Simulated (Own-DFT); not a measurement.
# Computed records: Hf32O63 (monoclinic hafnia with one vacancy, atoms displaced)

A calculation, not a measurement: plane-wave density functional theory by an unreviewed code, no spin, of a simulated periodic cell, stress positive in tension, run twice, with PBE and with PBEsol, both on files made for PBE, so the change isn't that of files made for PBEsol, defect cell not probed for a lower state with spin; hafnium file: forces about 75 meV/angstrom off all-electron values; oxygen file: force components 24 meV/angstrom off all-electron in one glass; forces on such cells passed a denser k mesh, this cell's mesh not checked; the far tail of each file's local potential was reset to the Coulomb form; each entry is a single point on an unrelaxed cell, so the pressure reflects the starting lattice, mostly measured values (interpolated for alloys), from which strain is counted, and rises with the displacements; printed positions are rounded, which can move forces by about a meV/angstrom; the program, named Own-DFT, is a retired in-house code; no spin-orbit coupling; stress was not checked against mesh or cutoff. Program: Own-DFT development build.

Settings shared by all entries: functional PBE, then PBEsol; potential files PseudoDojo norm-conserving, scalar-relativistic, standard set; wave cutoff 72 hartree; occupations Fermi-Dirac; smearing width 0.1 eV; k mesh 2 x 2 x 2 centred on Gamma.

(1) 
```xyz
95
Lattice="10.2340 0.0000 0.0000 0.0000 10.3500 0.0000 -1.6955 0.0000 10.4453" Properties=species:S:1:pos:R:3:PBE_force_x:R:1:PBE_force_y:R:1:PBE_force_z:R:1:PBEsol_force_x:R:1:PBEsol_force_y:R:1:PBEsol_force_z:R:1 formula=Hf32O63 PBE_pressure=3.71 PBE_stress_xx=-2.98 PBE_stress_yy=-3.91 PBE_stress_zz=-4.24 PBE_stress_yz=0.16 PBE_stress_xz=-0.26 PBE_stress_xy=-0.27 PBEsol_pressure=-2.67 PBEsol_stress_xx=3.4 PBEsol_stress_yy=2.42 PBEsol_stress_zz=2.17 PBEsol_stress_yz=0.16 PBEsol_stress_xz=0.11 PBEsol_stress_xy=-0.26 rms_change_of_force_components_from_PBE_to_PBEsol=0.042
Hf     1.2441     0.1838     1.0809       -0.3      0.921      0.521     -0.296      0.942      0.498
Hf     3.4459     2.7807     1.5156     -0.573      0.305     -0.534      -0.56      0.336     -0.495
Hf     3.0583     4.9655     4.1681      -0.73     -0.009     -1.771     -0.708     -0.044     -1.699
Hf     0.8099     2.3386     3.7089      -0.52      0.218     -0.191     -0.505      0.174     -0.212
O      0.0805     1.6944     1.8655     -0.422     -0.116     -0.965     -0.395     -0.099     -0.884
O      4.5993     4.2888     0.8296      0.787      0.783     -0.026      0.757      0.777     -0.076
O      4.1889     3.4027     3.3958     -0.152      0.726      0.652     -0.145      0.691      0.583
O     -0.4264     0.8425     4.4090      1.124      0.378      0.196      1.097       0.35      0.236
O      1.8223     3.9489     2.4912      0.653     -0.591      0.653      0.695     -0.576      0.626
O      2.8188     1.3716     0.0649     -0.264     -0.463       0.56     -0.325     -0.448       0.56
O      2.4098     1.2904     2.7299      0.035     -0.413     -0.055     -0.028     -0.395     -0.048
O      1.4246     3.7604     5.1035      0.755      1.435       0.72      0.803      1.399      0.703
Hf     0.4019     0.1825     6.2784     -0.438      1.486      0.692      -0.42        1.5      0.667
Hf     2.6731     2.8334     6.7077     -1.311     -1.212       1.46     -1.286      -1.15      1.454
Hf     2.2088     5.0103     9.3817     -0.589     -1.778      0.269     -0.587     -1.791      0.284
Hf    -0.0829     2.3825     8.9152      1.287       0.12     -0.372      1.259      0.057     -0.399
O     -0.7562     1.7442     7.0443     -0.054     -0.406     -0.511     -0.048     -0.379     -0.439
O      3.7970     4.3370     5.9881      0.068     -0.029      0.428      0.061     -0.009      0.362
O      3.3211     3.4280     8.6678       0.74      0.198     -0.228      0.714      0.187     -0.282
O     -1.1598     0.8409     9.6305     -0.401     -0.271      0.252     -0.397      -0.28      0.289
O      1.1066     3.9251     7.8034     -0.534      0.352     -1.167     -0.457      0.354     -1.141
O      1.9430     1.3504     5.3506      0.139     -0.616      -0.43      0.073     -0.603     -0.424
O      1.5256     1.2048     7.9212       0.26      0.278      0.128      0.183      0.263      0.121
O      0.5732     3.8965    10.3509      0.226     -0.305     -0.199      0.282     -0.281     -0.188
Hf     1.2676     5.3843     1.1235     -0.251     -0.545     -0.489     -0.214     -0.497       -0.5
Hf     3.4667     8.0052     1.4648     -0.254     -0.308      1.917      -0.26     -0.267      1.895
Hf     3.0219    10.1487     4.1283      0.143      0.375      -0.16      0.135      0.306     -0.131
Hf     0.7853     7.5194     3.7233      0.931      0.548     -0.611      0.905      0.486     -0.627
O      0.1467     6.9124     1.8270     -1.354      0.314     -0.453     -1.323      0.324     -0.385
O      4.6188     9.5457     0.7593     -0.182     -0.964      1.012     -0.184      -0.93      0.922
O      4.1181     8.6218     3.4442      1.148     -0.264     -0.453      1.116      -0.26      -0.49
O     -0.3232     6.0479     4.4050     -0.984     -0.846      0.534     -0.944     -0.828      0.573
O      1.8642     9.1356     2.5134      0.163     -0.151     -0.477       0.22     -0.141     -0.477
O      2.8090     6.5362     0.1454      0.348     -0.162     -0.625      0.277     -0.155     -0.607
O      2.4044     6.4311     2.7068      0.206      0.042      0.517       0.13      0.041      0.497
O      1.5053     8.9996     5.0801     -0.514      0.086      0.603     -0.436      0.091      0.592
Hf     0.4244     5.3767     6.3562     -0.966     -0.697     -0.374     -0.932      -0.62     -0.382
Hf     2.5912     8.0093     6.7398      0.336     -0.498     -0.311      0.327     -0.441     -0.286
Hf     2.2374    10.0661     9.3399     -0.932      3.344     -0.031     -0.907      3.217      0.001
Hf    -0.0052     7.5615     8.9498     -1.253     -0.821      -0.46     -1.212     -0.859     -0.464
O     -0.7951     6.8693     7.0423      0.126      0.142     -0.016      0.132      0.152      0.028
O      3.7787     9.4641     5.9983     -0.007     -0.126      0.584      -0.02     -0.109      0.524
O      3.3164     8.6139     8.6742      0.732     -1.029     -0.586      0.705     -1.006     -0.615
O     -1.1541     6.0044     9.6499     -0.371      0.461     -0.465      -0.35      0.445     -0.404
O      1.0261     9.1366     7.7159      0.115     -1.298      0.149      0.186     -1.272      0.141
O      1.9507     6.4872     5.3399      0.355      0.006       0.43      0.282          0      0.424
O      1.5333     6.4095     7.9334      0.049      0.759       0.25      -0.02       0.74      0.247
O      0.6204     8.9660    10.3682     -0.049      0.679     -0.566      0.022      0.654     -0.552
Hf     6.3503     0.1868     1.1372      0.629      0.893     -1.177      0.617      0.924     -1.192
Hf     8.5332     2.8090     1.5403      1.431     -0.405     -0.054      1.387     -0.347     -0.031
Hf     8.1231     4.9820     4.1678      1.133     -0.801     -0.296       1.14     -0.948     -0.143
Hf     5.9450     2.4090     3.6476     -0.405     -0.792      1.121     -0.391     -0.814      1.065
O      5.1806     1.7071     1.7876      0.254       0.06      0.403      0.259      0.073       0.44
O      9.6876     4.3174     0.7847      0.402     -0.031      0.551      0.371     -0.021      0.489
O      9.3224     3.4366     3.4523     -0.524      0.441     -0.178     -0.523      0.415     -0.221
O      4.7687     0.8785     4.4808     -0.067      0.202     -1.065     -0.059      0.169     -0.983
O      7.0154     3.9120     2.5126      -0.22      0.972      0.007     -0.154      0.924      0.004
O      7.8992     1.3188     0.1292      0.501      0.306      0.487      0.418        0.3      0.476
O      7.5199     1.2465     2.7835     -0.466      0.415     -0.743     -0.514      0.409     -0.717
O      6.6185     3.8581     5.1234     -0.906      0.078     -0.461     -0.807      0.087     -0.452
Hf     5.4930     0.1987     6.2928      0.444       0.52      0.555      0.427      0.552      0.504
Hf     7.7021     2.7926     6.7186      0.354     -0.481      0.203      0.338     -0.418      0.228
Hf     7.2865     4.9453     9.3482      0.878      -0.75      0.206      0.853     -0.777      0.226
Hf     5.1038     2.3579     8.9235     -0.448     -0.079      0.317     -0.423     -0.118      0.292
O      4.3434     1.7151     7.0056     -0.003      0.088      0.214      0.003      0.105      0.247
O      8.8709     4.2668     6.0350      1.109      1.244     -0.139      1.056      1.226     -0.191
O      8.3936     3.4113     8.5810      0.645      0.433       1.14       0.62      0.406       1.06
O      3.9660     0.8732     9.6849     -0.893     -0.593     -0.722     -0.856     -0.598     -0.655
O      6.1318     3.8394     7.7071     -0.551      1.212     -0.288     -0.467      1.165     -0.278
O      7.0944     1.3478     5.3500     -0.389     -0.397      -0.33     -0.432     -0.394     -0.321
O      6.6901     1.2642     7.9803     -0.295     -0.447     -0.239     -0.346     -0.419     -0.224
O      5.7030     3.8280    10.3637     -0.084      0.265     -0.296     -0.017      0.267     -0.281
Hf     6.3861     5.4075     1.0863     -1.128     -0.497      0.459     -1.166     -0.511      0.317
Hf     8.5896     7.8930     1.5363      0.596      1.365      0.036      0.666      1.479     -0.015
Hf     8.1329    10.1492     4.1461      0.508      -0.17      0.018      0.493      -0.19      0.042
Hf     5.9462     7.6274     3.6990      -0.73     -0.846     -0.299     -0.817     -0.795      -0.25
O      5.1651     6.9139     1.8350      0.785     -0.112     -0.466      0.762     -0.089     -0.424
O      9.6895     9.4904     0.8267      0.542      0.003      0.025      0.525      0.013     -0.028
O      9.3339     8.6184     3.4038     -0.463       -0.1       0.24     -0.453     -0.118      0.179
O      4.7828     6.0529     4.3916      0.142      0.014      0.345      0.141     -0.001      0.395
O      7.0271     9.1237     2.5027     -0.201     -1.044      0.257     -0.145     -1.021       0.26
O      7.9557     6.4987     0.1179     -0.318      -0.04      0.499     -0.377     -0.044      0.496
O      6.5977     9.0403     5.1075     -0.334     -0.379      0.133     -0.266     -0.367       0.12
Hf     5.4806     5.4084     6.2924      0.769      -0.03      0.589      0.742      0.004      0.542
Hf     7.7189     7.9576     6.7465       0.32      0.684      0.422      0.319       0.72      0.437
Hf     7.3647    10.1572     9.3656     -1.415      0.099      0.038     -1.373      0.055      0.061
Hf     5.0743     7.5702     8.9696      0.724      0.117     -0.632      0.712      0.076     -0.639
O      4.3394     6.9244     7.0713     -0.066     -0.331     -0.487     -0.056     -0.307     -0.429
O      8.8854     9.5024     6.0434     -0.204     -0.695      0.261     -0.208     -0.665      0.202
O      8.4324     8.6529     8.6395      1.035     -0.985     -0.076      0.997     -0.963     -0.121
O      3.9102     6.0653     9.6714      0.225      0.218      0.013      0.228      0.202      0.064
O      6.1093     9.0885     7.7062      0.279     -0.415      0.055      0.331     -0.417      0.046
O      7.1235     6.5111     5.3092     -0.471      0.289     -0.051     -0.515      0.272     -0.046
O      6.6696     6.3710     8.0001       -0.5      0.812     -0.907     -0.544      0.794     -0.873
O      5.7054     9.0242    10.3180      0.057     -0.345      0.313      0.102      -0.34      0.301
```

Units: PBE_pressure, PBE_stress_xx, PBE_stress_yy, PBE_stress_zz, PBE_stress_yz, PBE_stress_xz, PBE_stress_xy, PBEsol_pressure, PBEsol_stress_xx, PBEsol_stress_yy, PBEsol_stress_zz, PBEsol_stress_yz, PBEsol_stress_xz, PBEsol_stress_xy in GPa; rms_change_of_force_components_from_PBE_to_PBEsol, PBE_force_x, PBE_force_y, PBE_force_z, PBEsol_force_x, PBEsol_force_y, PBEsol_force_z in eV/Å.

(2) 
```xyz
95
Lattice="10.2340 0.0000 0.0000 0.0000 10.3500 0.0000 -1.6955 0.0000 10.4453" Properties=species:S:1:pos:R:3:PBE_force_x:R:1:PBE_force_y:R:1:PBE_force_z:R:1:PBEsol_force_x:R:1:PBEsol_force_y:R:1:PBEsol_force_z:R:1 formula=Hf32O63 PBE_pressure=3.72 PBE_stress_xx=-3.22 PBE_stress_yy=-3.73 PBE_stress_zz=-4.21 PBE_stress_yz=0.33 PBE_stress_xz=0.05 PBE_stress_xy=0.01 PBEsol_pressure=-2.66 PBEsol_stress_xx=3.15 PBEsol_stress_yy=2.61 PBEsol_stress_zz=2.22 PBEsol_stress_yz=0.3 PBEsol_stress_xz=0.38 PBEsol_stress_xy=0.06 rms_change_of_force_components_from_PBE_to_PBEsol=0.045
Hf     1.3163     0.2131     1.0716     -1.401     -0.407     -0.387     -1.359      -0.35     -0.397
Hf     3.4454     2.7806     1.5309      1.002       0.06     -0.056      0.797      0.197     -0.044
Hf     2.9743     4.9375     4.1332      1.674      0.801      0.064      1.607       0.73       0.09
Hf     0.8435     2.3751     3.6744     -1.182     -0.607       0.69      -1.15     -0.632      0.643
O      0.0685     1.6801     1.7720      -0.06       0.54      0.592     -0.054      0.548      0.623
O      4.6395     4.3006     0.7703     -0.681     -0.637      0.088     -0.688     -0.598       0.04
O      4.1890     3.4159     3.3967     -0.079      0.197     -0.059      -0.08      0.164     -0.115
O     -0.3513     0.8622     4.4338     -0.025      0.178     -0.484     -0.011      0.156     -0.418
O      1.8660     3.8981     2.5488      0.044      0.127     -0.463      0.113       0.11     -0.449
O      2.8063     1.3829     0.1045      0.407     -0.292      0.265      0.324     -0.283       0.28
O      2.3864     1.2413     2.7146      0.134       0.42     -0.121      0.063      0.429     -0.128
O      1.4873     3.8589     5.1606     -0.493     -0.199     -0.528     -0.403     -0.185     -0.519
Hf     0.3791     0.2240     6.2990      0.047     -0.047      0.506      0.051      0.005      0.463
Hf     2.5993     2.8515     6.7584      0.351     -1.226     -0.113      0.339     -1.145     -0.089
Hf     2.1530     4.9684     9.3611      0.959      0.184     -0.093      0.924       0.14      -0.07
Hf    -0.0517     2.4259     8.9319     -0.267     -2.015      -0.39     -0.253     -2.016     -0.402
O     -0.7825     1.7317     7.0495     -0.198      0.123     -0.461     -0.187      0.142     -0.405
O      3.7809     4.3243     6.0235      0.071      0.172       -0.1      0.053      0.177      -0.14
O      3.3634     3.4785     8.5883      0.296      0.243      0.651      0.276      0.215      0.583
O     -1.1931     0.8767     9.6412     -0.481     -0.204     -0.023     -0.454     -0.199      0.032
O      1.0352     3.8995     7.7668     -0.258      0.796     -0.518     -0.184      0.764     -0.497
O      1.9979     1.3486     5.3547     -0.341      0.149     -0.415     -0.393      0.139     -0.406
O      1.5129     1.2534     7.9605      0.215       0.14     -0.079      0.144      0.137     -0.074
O      0.5704     3.8239    10.2947      0.333       1.16      1.086      0.383      1.137      1.053
Hf     1.2677     5.3484     1.1110     -1.028      1.162     -0.153     -0.996      1.189     -0.177
Hf     3.4956     7.9790     1.5319      -0.49      0.049     -0.007     -0.473      0.081      0.018
Hf     3.0474    10.1377     4.1247     -0.066      0.349     -0.108     -0.083      0.287     -0.077
Hf     0.7522     7.5571     3.7235      1.087       0.82     -0.762      1.051      0.738     -0.784
O      0.0974     6.9133     1.8494     -0.279      -0.48     -0.809     -0.265     -0.451     -0.726
O      4.6390     9.4868     0.7724      0.439      0.176      0.358       0.43      0.185      0.294
O      4.2299     8.6443     3.4031     -0.311      0.253      0.252     -0.309      0.226      0.198
O     -0.3238     6.0583     4.3843     -0.933     -0.994      0.815     -0.898     -0.969      0.848
O      1.8945     9.1136     2.4978      0.233      -0.16      0.135      0.299     -0.143      0.125
O      2.8701     6.5191     0.1090     -0.537     -0.339     -0.223     -0.578     -0.344     -0.221
O      2.3624     6.4256     2.6934      0.331     -0.437      0.439      0.259     -0.436      0.422
O      1.4860     9.0583     5.1058     -0.373     -0.346      0.001     -0.295     -0.327     -0.004
Hf     0.3500     5.3796     6.3071      0.923     -0.049     -0.275      0.902      0.007     -0.293
Hf     2.6606     7.9383     6.7220     -1.387      0.759     -0.134     -1.362      0.786     -0.097
Hf     2.1675    10.0961     9.3367     -0.222      1.058     -0.208     -0.238       0.97     -0.194
Hf    -0.0356     7.4918     8.9101     -0.268      1.556      0.433     -0.257      1.464      0.379
O     -0.7159     6.8766     7.0338     -1.263      0.552     -0.038     -1.211      0.543       0.02
O      3.7271     9.5139     6.0087      0.701     -0.279      0.337      0.683     -0.258      0.279
O      3.3043     8.6067     8.5983      0.876      -0.09      0.311      0.852     -0.104      0.251
O     -1.1914     6.0379     9.6894      -0.14     -0.282     -0.286     -0.116     -0.291     -0.234
O      1.0463     9.1049     7.7706     -0.248     -0.332     -0.818     -0.169     -0.323     -0.784
O      1.9624     6.5470     5.3214      0.045     -0.636     -0.025     -0.017     -0.627     -0.019
O      1.5226     6.4432     7.9090      0.446      -0.65       0.45      0.366     -0.626      0.446
O      0.6425     9.0664    10.3495     -0.323     -0.883     -0.263     -0.241     -0.834     -0.253
Hf     6.3925     0.1982     1.0285     -1.225      0.107      1.005     -1.088     -0.001      0.855
Hf     8.5945     2.7628     1.5135     -0.113      0.779       0.49     -0.101      0.814      0.499
Hf     8.1115     4.9989     4.1408      0.004     -0.379     -0.846     -0.019     -0.419     -0.801
Hf     5.9522     2.3692     3.6553     -0.301      0.368      0.344     -0.236      0.374      0.464
O      9.6985     4.2907     0.7821      1.019      0.274      0.433       0.98      0.272      0.369
O      9.3084     3.4671     3.4104      0.412      -0.27     -0.016      0.395     -0.282     -0.067
O      4.7975     0.9273     4.4157     -0.682     -1.014      -0.05     -0.648     -0.993     -0.002
O      6.9808     3.8898     2.5095      0.351      0.338      -0.55      0.403      0.329     -0.519
O      7.9256     1.3345     0.0756      -0.03       0.36      0.196     -0.083       0.32      0.189
O      7.4774     1.2182     2.6861     -0.184      0.149     -0.485     -0.242      0.141     -0.466
O      6.5622     3.9177     5.0783      0.061     -0.672      0.383      0.124     -0.641       0.37
Hf     5.4628     0.1872     6.3365      0.657      1.188     -1.064      0.639      1.208     -1.045
Hf     7.7313     2.8260     6.7280     -0.012     -1.275     -0.441     -0.007     -1.204     -0.397
Hf     7.2863     4.9392     9.3481      0.226      0.854      0.438      0.206      0.769      0.459
Hf     5.0977     2.4079     8.9087     -0.669     -0.504     -0.264     -0.644     -0.532      -0.29
O      4.3468     1.7047     7.0089      -0.45      0.537      0.418     -0.423      0.529      0.454
O      8.9027     4.2915     6.0034      0.223      0.334       0.22       0.21      0.346      0.173
O      8.4039     3.4047     8.6454       0.24      0.498      0.103      0.228      0.479      0.047
O      3.9199     0.8709     9.6490      0.066      0.159     -0.223      0.089      0.116     -0.163
O      6.1658     3.8937     7.7034     -0.282      0.223      0.107     -0.215      0.213      0.107
O      7.1285     1.3362     5.3170      -0.24      0.049      0.101     -0.284      0.042       0.09
O      6.6453     1.2268     7.9159     -0.162      0.279      0.317     -0.228      0.277      0.324
O      5.7592     3.8841    10.3111     -0.523     -0.597     -0.106     -0.437     -0.571     -0.118
Hf     6.3438     5.3908     1.0724      0.421      0.424      0.361      0.423      0.474      0.323
Hf     8.5596     7.9762     1.5297      0.513     -0.109     -0.199      0.496     -0.062     -0.167
Hf     8.1083    10.1391     4.1024      0.467     -0.124      0.767      0.442      -0.17      0.778
Hf     5.9088     7.5801     3.7415      0.616     -0.812     -0.733      0.603     -0.836     -0.734
O      5.1624     6.8806     1.7987      0.188      0.024      0.046      0.183      0.044      0.081
O      9.7072     9.5038     0.8034       0.31      0.127      0.103      0.277      0.134       0.05
O      9.2855     8.6200     3.3848      0.174      0.296      0.744      0.163      0.266      0.676
O      4.8238     6.0566     4.3941     -1.427     -0.839      0.418     -1.367     -0.814      0.458
O      6.9814     9.0819     2.5372     -0.056      0.298     -0.665      0.016      0.291     -0.646
O      7.9147     6.5448     0.1526      0.105     -0.456     -0.778      0.036      -0.45     -0.739
O      7.4947     6.4194     2.6958      -0.12     -0.019      0.627     -0.173     -0.015      0.612
O      6.5956     8.9745     5.1241     -0.317      0.577      0.073     -0.246       0.56      0.062
Hf     5.5202     5.3749     6.3507      0.157     -0.104     -1.252       0.18     -0.057     -1.251
Hf     7.7390     7.9901     6.7627     -0.047     -0.083     -0.025     -0.057     -0.029     -0.005
Hf     7.2067    10.1757     9.3948      2.431     -0.695     -0.558      2.363     -0.715     -0.508
Hf     5.0515     7.5867     8.8500      0.711     -0.656      1.629      0.684     -0.695      1.553
O      4.3700     6.8770     7.0521     -0.727      0.311     -0.697     -0.703      0.331     -0.623
O      8.8625     9.4517     6.0151      0.861      0.465     -0.064      0.822      0.464     -0.105
O      8.4223     8.6274     8.6402      0.255     -0.182      0.076      0.239     -0.201      0.006
O      3.9409     6.0800     9.6302     -0.731      -0.55     -0.208     -0.704     -0.549     -0.153
O      6.0849     9.0920     7.6602      0.238     -0.363      0.854       0.28     -0.359      0.823
O      7.0639     6.4941     5.3734       0.63      0.192      -0.08      0.549      0.176     -0.077
O      6.6689     6.4244     7.9311      -0.09     -0.217      0.443     -0.158     -0.212      0.421
O      5.7102     9.0092    10.3514     -0.234      0.277     -0.465     -0.166      0.314     -0.436
```

Units: PBE_pressure, PBE_stress_xx, PBE_stress_yy, PBE_stress_zz, PBE_stress_yz, PBE_stress_xz, PBE_stress_xy, PBEsol_pressure, PBEsol_stress_xx, PBEsol_stress_yy, PBEsol_stress_zz, PBEsol_stress_yz, PBEsol_stress_xz, PBEsol_stress_xy in GPa; rms_change_of_force_components_from_PBE_to_PBEsol, PBE_force_x, PBE_force_y, PBE_force_z, PBEsol_force_x, PBEsol_force_y, PBEsol_force_z in eV/Å.
